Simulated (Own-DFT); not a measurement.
## Calculated data, Al16O23 (corundum with two vacancies, atoms displaced), Al31GaO48 (corundum with substituted atoms, atoms displaced)

Computed with Own-DFT development build. A calculation, not a measurement: plane-wave PBE density functional theory by an unreviewed code, no spin, of a simulated periodic cell, stress positive in tension, free energy of the whole cell less one offset for each atom, defect cell not probed for a lower state with spin; oxygen file: force components 24 meV/angstrom off all-electron in one glass; forces on such cells passed a denser k mesh, this cell's mesh not checked; offsets are fitted by least squares, one for each functional and potential file, so energies compare only between cells with the same atoms and settings and are not formation energies; the far tail of each file's local potential was reset to the Coulomb form; each entry is a single point on an unrelaxed cell, so the pressure reflects the starting lattice, mostly measured values, from which strain is counted, and rises with the displacements; printed positions are rounded, which can move forces by about a meV/angstrom; the program is a retired in-house code; no spin-orbit coupling; before rounding, a Quantum ESPRESSO 7.3.1 run of the same cell and cutoff gave forces within 1 meV/angstrom rms on each cell, which checks the program and not the settings.

Settings shared by all entries: functional PBE; potential files PseudoDojo norm-conserving, scalar-relativistic, standard set; wave cutoff 72 hartree; occupations Fermi-Dirac; smearing width 0.1 eV; k mesh 3 x 3 x 3 centred on Gamma.

(1) Al16O23 (corundum with two vacancies, atoms displaced)

```
cell vectors (Å)
   5.4940     0.0000     8.6604
  -2.7470     4.7579     8.6604
  -2.7470    -4.7579     8.6604
atoms (fractions of the cell vectors)
Al  0.17215  0.17807  0.17931
Al  0.32778  0.31929  0.32589
Al  0.42048  0.42651  0.42764
Al  0.07370  0.07546  0.07172
O   0.28479  0.46956  0.11816
O   0.46962  0.12216  0.28438
O   0.12594  0.27879  0.46988
O   0.22320  0.02920  0.37370
O   0.03158  0.37311  0.21939
O   0.37157  0.22894  0.02528
Al  0.17048  0.17828  0.67604
Al  0.32428  0.31237  0.83623
Al  0.42235  0.42681  0.93311
Al  0.07124  0.07573  0.57483
O   0.47226  0.12536  0.78071
O   0.12471  0.27737  0.97324
O   0.22326  0.02545  0.87408
O   0.02798  0.37641  0.71570
O   0.37607  0.22179  0.53214
Al  0.17902  0.68350  0.17473
Al  0.32772  0.82191  0.32348
Al  0.42740  0.92477  0.42127
Al  0.06350  0.56905  0.08322
O   0.28366  0.96919  0.12470
O   0.46788  0.63054  0.27526
O   0.12797  0.77487  0.47509
O   0.02805  0.87660  0.21150
O   0.37165  0.71979  0.02955
Al  0.18223  0.68176  0.67253
Al  0.32495  0.82774  0.81696
Al  0.43011  0.92664  0.92221
Al  0.07528  0.57459  0.57610
O   0.27330  0.97279  0.62980
O   0.46981  0.62940  0.77539
O   0.12305  0.77341  0.97661
O   0.21966  0.53395  0.87107
O   0.02382  0.87422  0.72985
O   0.37912  0.72250  0.52443
Al  0.67649  0.17732  0.17583
Al  0.81753  0.32322  0.32698
Al  0.92415  0.43133  0.41912
Al  0.58410  0.07065  0.06643
O   0.77353  0.48331  0.11268
O   0.97165  0.13216  0.27510
O   0.62939  0.27649  0.46887
O   0.72124  0.03375  0.37306
O   0.52830  0.37471  0.22259
O   0.87679  0.22113  0.02812
Al  0.67668  0.17576  0.67455
Al  0.82584  0.32381  0.82237
Al  0.92941  0.42367  0.93045
Al  0.57673  0.07177  0.57189
O   0.77374  0.47996  0.62017
O   0.97786  0.12511  0.77819
O   0.62535  0.27885  0.97239
O   0.72222  0.02579  0.87883
O   0.52696  0.37103  0.72461
O   0.87698  0.22157  0.52366
Al  0.67675  0.67629  0.16992
Al  0.82092  0.82971  0.32479
Al  0.92576  0.92968  0.42219
Al  0.56909  0.57970  0.07250
O   0.77553  0.97534  0.12533
O   0.97638  0.62800  0.27597
O   0.62432  0.77676  0.47322
O   0.73354  0.52486  0.36920
O   0.52945  0.87429  0.22659
O   0.87391  0.71947  0.03018
Al  0.68208  0.67577  0.67339
Al  0.82574  0.82248  0.82420
Al  0.92478  0.92801  0.92847
Al  0.57916  0.57080  0.57206
O   0.77363  0.97879  0.62086
O   0.96835  0.62644  0.77804
O   0.62992  0.77435  0.97303
O   0.72637  0.52972  0.86850
O   0.52359  0.87545  0.72354
O   0.87183  0.71644  0.53176
```

It finds free energy of cell above offsets -53.231 eV; pressure 7.51 GPa; stress xx -8.36 GPa; stress yy -7.51 GPa; stress zz -6.65 GPa; stress yz -0.57 GPa; stress xz 0.45 GPa; stress xy -0.5 GPa.

Force:
```
element  x (eV/Å)  y (eV/Å)  z (eV/Å)
     Al     0.976    -0.256     0.073
     Al    -0.611     1.044    -0.282
     Al    -1.297    -0.304     0.612
     Al     0.768     0.002     -0.02
      O    -1.671     -1.43     0.965
      O      0.62     0.558     0.147
      O    -0.317      0.13    -0.178
      O    -0.325    -0.377    -0.168
      O    -0.725    -0.336    -0.202
      O     0.481    -1.486     0.143
     Al      0.98     0.089     0.715
     Al    -0.097     2.609     0.381
     Al      0.94     1.567    -0.782
     Al     0.523    -0.032     0.212
      O     0.694    -0.362    -0.488
      O    -0.074    -0.353    -0.232
      O    -0.477     0.154     0.599
      O    -0.313    -0.485      0.56
      O    -0.008     -0.04     -0.77
     Al     0.363    -1.849    -1.912
     Al    -0.432     0.265    -0.071
     Al    -0.533    -0.444     0.994
     Al     1.586     2.035     1.638
      O    -0.533     0.349    -0.276
      O      0.86    -0.498    -0.087
      O    -0.775     1.063     -0.09
      O    -1.687     0.023     1.879
      O      1.07     0.915     1.152
     Al    -0.307    -1.164    -0.666
     Al    -0.546    -1.374    -0.189
     Al     -0.47    -0.355    -0.353
     Al     1.308     0.094    -0.269
      O     0.701     1.051    -0.943
      O     0.399    -0.526    -0.244
      O     0.052     0.971     0.191
      O    -0.102    -0.746    -0.006
      O     0.384     0.991    -0.245
      O     0.037     -0.16    -0.164
     Al    -0.271     0.445    -0.421
     Al     0.539     1.105      0.48
     Al     0.419    -0.727     1.284
     Al    -2.346     -0.43     0.491
      O     0.031    -2.348     1.021
      O     0.438    -0.847     -0.96
      O    -1.001     0.063    -0.427
      O     0.801    -0.436    -0.229
      O    -0.063     0.184     0.244
      O    -0.208      0.16     0.048
     Al    -0.429     0.131     0.185
     Al    -0.535     0.699     0.226
     Al    -0.095     1.294    -1.103
     Al    -0.968    -0.017     0.136
      O     1.038    -1.116    -0.239
      O    -1.036    -0.214    -0.989
      O     0.315    -0.122    -0.059
      O     0.822     0.875     -0.69
      O     0.458     0.626     0.444
      O    -0.296    -0.483     0.293
     Al    -0.416    -0.457     0.736
     Al     0.633    -0.676    -0.913
     Al      0.35     -0.44     0.345
     Al     0.729    -0.313    -0.702
      O     0.178    -0.087     0.058
      O    -0.506    -0.626    -0.691
      O     0.123     0.813      0.26
      O    -1.167     0.474    -0.948
      O     0.799     0.607    -0.745
      O    -0.409     0.234     -0.01
     Al     -1.39    -0.597    -1.142
     Al      0.28     0.114     0.016
     Al     1.147    -0.602     0.229
     Al    -0.767    -0.369     0.189
      O     0.716    -1.046     0.282
      O     0.568     0.007     0.088
      O    -0.979     1.302    -0.588
      O    -0.629    -0.721     0.138
      O     0.793     0.353      0.66
      O     0.891     1.858     1.381
```

(2) Al31GaO48 (corundum with substituted atoms, atoms displaced)

```
cell vectors (Å)
   5.4940     0.0000     8.6604
  -2.7470     4.7579     8.6604
  -2.7470    -4.7579     8.6604
atoms (fractions of the cell vectors)
Al  0.18351  0.17373  0.16595
Al  0.32344  0.32068  0.32129
Al  0.42339  0.43222  0.42824
Al  0.07355  0.08043  0.06696
O   0.27854  0.47214  0.12764
O   0.48113  0.11149  0.27629
O   0.12643  0.28803  0.46061
O   0.21797  0.03069  0.38686
O   0.02977  0.37531  0.22413
O   0.36679  0.23188  0.02856
Al  0.17491  0.17516  0.67643
Al  0.31370  0.32501  0.83265
Al  0.42095  0.42450  0.93174
Al  0.08837  0.06582  0.57460
O   0.26662  0.48191  0.62109
O   0.47262  0.12221  0.78212
O   0.12188  0.28132  0.97187
O   0.22119  0.03007  0.87671
O   0.03455  0.37052  0.72250
O   0.36667  0.22144  0.53185
Al  0.17742  0.67659  0.16663
Al  0.33254  0.82651  0.31439
Al  0.42265  0.92607  0.43561
Al  0.06492  0.57462  0.07415
O   0.28306  0.97195  0.12275
O   0.47125  0.62862  0.28256
O   0.11757  0.78739  0.46973
O   0.23500  0.52988  0.35558
O   0.02836  0.87097  0.22161
O   0.37556  0.71878  0.02557
Al  0.17177  0.66429  0.68310
Al  0.31844  0.83857  0.82895
Ga  0.43585  0.91967  0.92804
Al  0.07974  0.57944  0.56916
O   0.26690  0.96932  0.63919
O   0.46315  0.62972  0.77842
O   0.13651  0.77432  0.96255
O   0.21614  0.54082  0.87048
O   0.01998  0.88467  0.72151
O   0.38303  0.71461  0.52539
Al  0.66970  0.17572  0.19095
Al  0.82723  0.31252  0.33039
Al  0.92917  0.43099  0.43004
Al  0.57009  0.06736  0.07274
O   0.77542  0.47265  0.13178
O   0.96272  0.12205  0.28348
O   0.62326  0.28236  0.46744
O   0.73007  0.01474  0.37398
O   0.53396  0.38554  0.21448
O   0.87586  0.23320  0.02290
Al  0.67798  0.17858  0.67115
Al  0.82082  0.32225  0.83056
Al  0.92726  0.42299  0.92698
Al  0.57718  0.06615  0.57910
O   0.77817  0.47462  0.61817
O   0.97553  0.12576  0.76673
O   0.62673  0.27454  0.96604
O   0.72653  0.02023  0.87574
O   0.53418  0.37592  0.71504
O   0.87636  0.22850  0.53095
Al  0.68138  0.66878  0.17665
Al  0.82399  0.81892  0.34028
Al  0.90904  0.92865  0.43122
Al  0.57661  0.56977  0.07748
O   0.78286  0.96813  0.12967
O   0.97241  0.62917  0.28249
O   0.63344  0.77363  0.47177
O   0.71558  0.51763  0.37832
O   0.53915  0.86308  0.22625
O   0.87362  0.72343  0.02778
Al  0.68545  0.66972  0.67163
Al  0.83132  0.82034  0.81877
Al  0.93184  0.92589  0.92196
Al  0.56868  0.57878  0.57052
O   0.77087  0.97673  0.62289
O   0.97733  0.62543  0.77457
O   0.62670  0.77651  0.96892
O   0.72916  0.53988  0.85769
O   0.52991  0.87189  0.72232
O   0.87094  0.71823  0.53683
```

The calculation gives: free energy of cell above offsets -52.760 eV; pressure 10.5 GPa; stress xx -11.09 GPa; stress yy -10.38 GPa; stress zz -10.05 GPa; stress yz 0.25 GPa; stress xz -1.01 GPa; stress xy 0.15 GPa.

Force:
```
element  x (eV/Å)  y (eV/Å)  z (eV/Å)
     Al    -2.603    -1.539     1.179
     Al    -0.329     0.376     0.867
     Al     0.473     0.446     -0.93
     Al    -0.434    -2.063    -0.606
      O     0.651     0.258    -1.246
      O    -1.731     1.014     1.358
      O     0.519    -1.821     0.524
      O      2.88     1.647    -1.899
      O     0.656     0.054    -1.064
      O     0.991    -0.527    -0.323
     Al    -0.798      0.56    -0.039
     Al     2.133     1.562     0.313
     Al     0.647     1.902     1.025
     Al    -3.556     0.671    -0.828
      O      1.52    -1.631     0.788
      O    -0.642     2.051     0.769
      O     0.191    -0.666     0.252
      O    -0.721     0.687    -0.418
      O    -0.438     0.667     0.179
      O     1.948     0.416     0.852
     Al     -0.48    -0.362     0.345
     Al    -1.362    -1.783     0.638
     Al     1.196    -0.869    -0.583
     Al     0.331    -0.209     1.251
      O    -1.898    -0.099     0.954
      O     0.576     0.214    -1.239
      O     0.505    -0.237     0.078
      O     -1.55    -1.585     1.545
      O    -0.009     0.806     1.014
      O     0.332    -0.406     0.663
     Al     0.151     3.388     1.916
     Al      2.27     -1.58    -1.535
     Ga    -0.776     0.488    -0.658
     Al     -0.09     0.452    -2.073
      O     1.853      1.28     0.273
      O     0.773    -0.095     0.328
      O    -1.797     -0.36    -0.389
      O     0.771    -1.989    -0.515
      O     1.529    -1.114    -1.124
      O    -2.311     0.933    -0.668
     Al     1.796     1.146    -1.717
     Al     -0.68     1.089     1.797
     Al     0.079     0.203    -2.009
     Al     1.401    -0.061     1.742
      O     1.375     0.725    -1.123
      O     1.244     0.715      0.17
      O     -0.18    -1.301    -0.814
      O    -2.866     0.492     1.283
      O     0.612    -2.948    -1.855
      O    -0.582    -1.214      -0.9
     Al    -0.042    -0.278     1.166
     Al     0.624     1.073    -0.978
     Al    -0.969     1.346    -0.005
     Al    -1.482     0.882    -0.378
      O    -0.685     -1.23     1.346
      O    -1.275    -0.408     1.709
      O    -0.691    -0.505     0.565
      O     -1.11     0.628    -0.396
      O      -1.5    -0.997    -0.744
      O     0.521    -0.631    -1.356
     Al    -0.283    -0.458     0.518
     Al     2.017     1.912    -2.543
     Al     3.037     0.058     1.714
     Al    -0.052     2.183     0.168
      O     0.272      0.79    -0.255
      O     0.401     -0.11    -1.155
      O    -1.624     0.094    -0.699
      O     0.127     0.698     1.437
      O    -1.249     1.207    -0.384
      O     0.348    -0.174    -0.235
     Al    -2.263    -0.151    -1.777
     Al    -1.245     0.372     0.771
     Al    -0.957    -0.459     0.297
     Al     1.354     -1.18      0.84
      O     0.314     -0.62     0.458
      O    -0.854    -0.852    -0.578
      O     2.363    -1.675     1.427
      O    -0.444    -3.019      1.01
      O     0.467     0.916    -0.625
      O     1.311     0.805     1.134
```

(3) Al31GaO48 (corundum with substituted atoms, atoms displaced)

```
cell vectors (Å)
   5.4940     0.0000     8.6604
  -2.7470     4.7579     8.6604
  -2.7470    -4.7579     8.6604
atoms (fractions of the cell vectors)
Al  0.18312  0.17500  0.17084
Al  0.31948  0.32576  0.32776
Al  0.42705  0.42707  0.42339
Al  0.07637  0.07255  0.06938
O   0.27767  0.46877  0.12978
O   0.47711  0.11678  0.27929
O   0.12134  0.28591  0.47021
O   0.22119  0.02392  0.37711
O   0.02986  0.37184  0.22159
O   0.36818  0.22609  0.02850
Al  0.17495  0.18009  0.67487
Al  0.32345  0.32884  0.82276
Al  0.42230  0.43199  0.92360
Al  0.07827  0.07147  0.56633
O   0.28260  0.47151  0.62309
O   0.46724  0.12101  0.78378
O   0.11864  0.28202  0.97669
O   0.22967  0.02696  0.87366
O   0.02804  0.38343  0.71461
O   0.36974  0.23067  0.52254
Al  0.17575  0.67404  0.17769
Al  0.31109  0.82555  0.33248
Al  0.42964  0.92152  0.43216
Al  0.07528  0.56520  0.08192
O   0.28184  0.96706  0.12800
O   0.47532  0.62620  0.27093
O   0.12072  0.77593  0.47777
O   0.22551  0.52033  0.37423
O   0.02024  0.88595  0.22272
O   0.36959  0.72590  0.02795
Al  0.17536  0.66939  0.67921
Al  0.32613  0.82924  0.81541
Al  0.42756  0.93316  0.92192
Al  0.08019  0.56924  0.57512
O   0.27547  0.97068  0.62580
O   0.47446  0.61887  0.78728
O   0.13298  0.77529  0.96672
O   0.21493  0.53285  0.88244
O   0.02637  0.87681  0.72065
O   0.37752  0.72111  0.52552
Al  0.67744  0.18205  0.17253
Al  0.82718  0.32738  0.32080
Al  0.92517  0.42833  0.42186
Al  0.56699  0.07735  0.07859
O   0.77449  0.47294  0.12489
O   0.97361  0.12684  0.27312
O   0.62588  0.28004  0.47023
O   0.71904  0.03002  0.37485
O   0.52693  0.37507  0.22339
O   0.87216  0.22252  0.02123
Al  0.67911  0.17218  0.67577
Al  0.82962  0.32240  0.82413
Al  0.92675  0.42572  0.92546
Ga  0.57550  0.07560  0.58017
O   0.77157  0.47791  0.62806
O   0.97671  0.12898  0.77523
O   0.62619  0.28208  0.96896
O   0.72469  0.02895  0.87482
O   0.52258  0.37738  0.72129
O   0.87436  0.21764  0.53400
Al  0.67716  0.67850  0.16859
Al  0.82536  0.82047  0.32424
Al  0.92788  0.93321  0.41680
Al  0.57348  0.57586  0.07362
O   0.77933  0.97376  0.12156
O   0.96473  0.62899  0.27735
O   0.62724  0.77504  0.47129
O   0.72745  0.52395  0.37962
O   0.53046  0.87195  0.22556
O   0.87657  0.72266  0.02212
Al  0.67376  0.67768  0.67320
Al  0.81877  0.82987  0.82365
Al  0.92673  0.92781  0.92562
Al  0.58025  0.56659  0.57054
O   0.77940  0.97169  0.62114
O   0.97007  0.62878  0.77773
O   0.62627  0.77609  0.97469
O   0.72507  0.52912  0.86984
O   0.52701  0.87682  0.72318
O   0.86972  0.72091  0.53295
```

The calculation gives: free energy of cell above offsets -56.290 eV; pressure 9 GPa; stress xx -8.83 GPa; stress yy -9.68 GPa; stress zz -8.49 GPa; stress yz -0.75 GPa; stress xz -0.12 GPa; stress xy -1.05 GPa.

Force:
```
element  x (eV/Å)  y (eV/Å)  z (eV/Å)
     Al    -1.051    -0.957    -0.793
     Al     1.346    -0.153    -0.372
     Al     0.606     0.349    -0.113
     Al    -0.438     0.305     0.408
      O    -0.134     0.227    -0.484
      O    -1.276     0.726     0.456
      O     0.255    -0.527    -0.719
      O     0.154     0.832    -0.114
      O    -0.287    -0.343     0.133
      O     1.129     0.246     0.641
     Al    -0.009    -0.076    -0.276
     Al    -0.091    -0.637    -0.282
     Al      0.39    -0.695     0.724
     Al    -1.124    -0.702      0.86
      O    -0.405    -0.102    -0.099
      O    -0.679     1.382     2.374
      O     1.134     0.359    -0.188
      O    -0.941     0.916    -0.491
      O     0.382    -1.506    -0.073
      O    -0.238     -0.95     0.193
     Al     0.219     0.973     0.088
     Al     2.074     0.194     0.671
     Al     0.574     0.509    -0.911
     Al    -0.703     1.754      0.24
      O    -0.512     0.783    -0.152
      O    -1.113    -0.774     0.363
      O     0.281     0.393    -0.415
      O    -1.473     0.964     1.027
      O     1.478    -1.032    -1.036
      O     0.598    -0.365     0.614
     Al    -0.965     0.657     1.212
     Al     -0.13    -1.722     0.498
     Al     0.004    -2.625    -1.151
     Al    -1.311     1.258    -0.583
      O     0.214     0.684     0.215
      O    -0.349     1.617    -0.262
      O    -1.176    -0.196    -0.021
      O     1.402     0.282     -1.01
      O     0.364     0.116     0.014
      O    -0.362    -0.848    -0.153
     Al     -0.32    -0.895    -0.916
     Al    -0.082     -0.47    -0.664
     Al    -0.558    -1.194     0.987
     Al      1.03    -0.253     0.358
      O     0.596    -0.357     0.366
      O    -0.281     0.141     0.482
      O    -0.154     0.567     1.049
      O     0.871      0.57    -0.222
      O      0.28     0.345     0.036
      O      1.02    -0.255     1.773
     Al    -0.366     0.301     0.709
     Al     -1.01      1.03    -0.893
     Al    -0.801     0.744    -0.104
     Ga     0.265     1.174    -2.844
      O     1.468    -0.337    -0.836
      O     0.199    -0.423    -0.425
      O    -0.617    -0.382     -0.74
      O    -0.756     0.335     -0.55
      O     0.326    -0.507    -0.141
      O     0.308     0.854    -0.069
     Al    -0.645    -0.408     0.827
     Al    -1.173     0.749     0.503
     Al    -0.695    -1.201    -0.578
     Al    -0.051     0.427     -0.97
      O     0.095    -0.413     0.272
      O     1.162    -0.058     0.188
      O    -0.425    -0.181     0.085
      O     0.485     1.116    -1.518
      O     -0.07     0.406    -0.307
      O    -0.009    -0.842     0.514
     Al     0.105     -0.64      0.38
     Al      1.14    -0.432     0.237
     Al      0.54    -0.085    -0.085
     Al    -1.199      0.07     0.912
      O      0.41    -0.569     1.499
      O     0.516    -0.542    -0.215
      O     -0.25     1.154    -0.448
      O    -0.599    -0.553     0.783
      O     0.187    -1.136    -0.895
      O     1.222     0.836     0.426
```
